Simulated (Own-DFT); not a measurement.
# Biaxial strain at fixed height in diamond-structure SiGeSn with randomly placed atoms, 64 atoms (Ge40Si16Sn8)

Everything here is calculated. The program is Own-DFT (plane waves, in-house, since retired, never reviewed by a person); positions were held fixed, and spin and spin-orbit coupling were off.

Method: PBE; PseudoDojo norm-conserving scalar-relativistic files; cutoff 49 hartree; 3 x 3 x 3 k mesh centred on Gamma; Fermi-Dirac smearing of 0.1 eV.

Known weak points: forces on such cells moved up to 12 meV/angstrom on a denser k mesh; stress not checked against mesh or cutoff.

Unstrained cell vectors in Å: (11.410, 0.000, 0.000); (0.000, 11.410, 0.000); (0.000, 0.000, 11.410). The unstrained cell has measured lattice constants (interpolated for alloys), not those of this functional. That, the random moves and any unrelaxed bonds set the pressure at no strain. Each run strains x and y alike by e, as a substrate would, and holds the height along z. Random moves of width 0.05 Å per axis were added to every atom. The random placing of the alloy's atoms differs from row to row. Stress is positive in tension.

```
e (%),u (Å),(s_xx + s_yy)/2 (GPa),s_zz (GPa)
-2.25,0.048,-9.83,-8.13
-2.00,0.047,?,?
-1.75,0.047,-8.24,-7.08
-1.00,0.053,-6.46,-5.87
-0.50,0.046,-5.43,-5.19
-0.25,0.048,-5.15,-5.08
0.50,0.047,-3.94,-4.26
0.75,0.053,-3.38,-3.89
1.25,0.054,-2.70,-3.53
1.50,0.052,-2.34,-3.13
```

## What the rows give

With e as a fraction, the in-plane stress is -4.6 + 177 e - 2224 e² GPa (errors 4 and 345, scatter 0.14), and s_zz is -4.7 + 116 e - 1470 e² GPa (slope ± 4, scatter 0.12). At e = 0 the first slope is C11 + C12 and the second 2 C12, both with the ions held to the strained lattice and at the cell's own pressure. The term in e² is negative: the layer stiffens under compression and softens under tension. A free layer would change its height as e changes, and the in-plane slope would drop by 2 C12²/C11 to the biaxial modulus. At fixed height, a misfit of 1 % moves the in-plane stress by about 1.8 GPa and s_zz by 1.2 GPa.

## Prediction

The question: what are the two stresses at e = -2.00 %?

From the fit: -9.0 and -7.6 GPa. The run itself gave -8.81 and -7.39 GPa.
